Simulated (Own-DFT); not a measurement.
# Energy and forces against displacement in beta-Si3N4, 112 atoms (N64Si48)

These are calculations, not measurements. They come from Own-DFT, an in-house plane-wave density functional program, since retired, whose code no person has reviewed. Each row is one single-point run on a periodic cell that was not relaxed, without spin or spin-orbit coupling.

Settings of every run: PBE; PseudoDojo norm-conserving scalar-relativistic files; cutoff 42 hartree; 2 x 2 x 4 k mesh centred on Gamma; Fermi-Dirac smearing of 0.1 eV.

Known limits, some of them of some rows only: some atoms lie very close together; forces on such cells moved up to 12 meV/angstrom on a denser k mesh; stress not checked against mesh or cutoff.

Cell vectors in Å: (15.212, 0.000, 0.000); (-7.606, 13.174, 0.000); (0.000, 0.000, 5.818). In each run every atom was moved at random and independently from its ideal site; u is the rms move along one axis. E is the free energy for each atom above the fitted value at u = 0, and F the rms of the force components.

```
run   u (Å)  E (meV/atom)  F (eV/Å)  largest force (eV/Å)  P (GPa)
  1  0.0192          17.1     0.785                  2.68     5.41
  2  0.0198          20.1     0.855                  2.98     5.50
  3  0.0201          22.7     0.915                  3.31     5.56
  4  0.0492             ?         ?                     ?        ?
  5  0.0535         140.1     2.235                  9.86     8.95
  6  0.0996         511.9     4.899                 25.73    19.38
  7  0.1000         514.1     5.257                 29.58    19.31
  8  0.1493        1229.5     9.700                 53.09    36.78
```

## Worked fit

For small independent moves the energy grows as E = (3/2) K u², with K the mean stiffness felt by one atom. The runs with u up to 0.11 Å give K = 33.9 ± 0.8 eV/Å², with residuals divided by u² + 0.0006 Å², since the noise grows with the moves. The scatter is 5.2 meV/atom at u = 0.05 Å. The forces follow F = G u with G = 45.7 eV/Å²; no force at u = 0 is resolved. G exceeds K because the moves of its neighbours add to the force on an atom, and stiffness differs between atoms. At u = 0.149 Å the parabola gives 1134 meV/atom and the run 1229. The pressure follows P = 4.90 + 1449 u² GPa: at fixed volume, shortened bonds push harder than stretched ones pull.

## Withheld run

Question: what energy and rms force should run 4 give?

The fit gives 123 ± 6 meV/atom and about 2.25 eV/Å. The calculation gave 106.0 meV/atom and 1.963 eV/Å.
